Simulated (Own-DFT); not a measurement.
# A layer strained by its substrate: wurtzite GaN, 72 atoms (Ga36N36)

Calculated, not measured: single-point runs of Own-DFT, a retired in-house plane-wave DFT program that no person has reviewed, on unrelaxed cells, without spin or spin-orbit coupling.

Method: PBE; PseudoDojo norm-conserving scalar-relativistic files; cutoff 42 hartree; 4 x 4 x 3 k mesh centred on Gamma; Fermi-Dirac smearing of 0.1 eV.

Caveats: forces not confirmed at this smearing and k mesh; stress not checked against mesh or cutoff.

Unstrained cell vectors in Å: (9.567, 0.000, 0.000); (-4.784, 8.285, 0.000); (0.000, 0.000, 10.370). The unstrained cell has measured lattice constants (interpolated for alloys), not those of this functional. That, the random moves and any unrelaxed bonds set the pressure at no strain. Each run strains x and y alike by e, as a substrate would, and holds the height along z. Random moves of width 0.05 Å per axis were added to every atom. Stress is positive in tension.

| e (%) | u (Å) | (s_xx + s_yy)/2 (GPa) | s_zz (GPa) |
|---|---|---|---|
| -3.00 | 0.050 | -26.10 | -14.06 |
| -2.75 | 0.049 | -23.87 | -12.82 |
| -2.25 | 0.052 | ? | ? |
| -1.75 | 0.048 | -16.87 | -11.48 |
| -1.25 | 0.049 | -15.81 | -7.77 |
| -1.00 | 0.050 | -13.62 | -8.86 |
| 0.50 | 0.051 | -5.06 | -6.92 |
| 0.75 | 0.052 | -4.37 | -5.09 |
| 1.50 | 0.045 | 0.53 | -5.34 |
| 2.50 | 0.054 | 3.34 | -3.56 |

## Working it out

With e as a fraction, the in-plane stress is -7.8 + 527 e - 2461 e² GPa (errors 16 and 916, scatter 0.77), and s_zz is -7.5 + 184 e GPa (slope ± 20, scatter 1.07). At e = 0 the first slope is C11 + C12 and the second 2 C13, both with the ions held to the strained lattice and at the cell's own pressure. A free layer would change its height as e changes, and the in-plane slope would drop by 2 C13²/C33 to the biaxial modulus. At fixed height, a misfit of 1 % moves the in-plane stress by about 5.3 GPa and s_zz by 1.8 GPa.

## Prediction

Q: what are the two stresses at e = -2.25 %?

From the fit: -20.9 and -11.7 GPa. DFT gave -22.63 and -9.32 GPa.
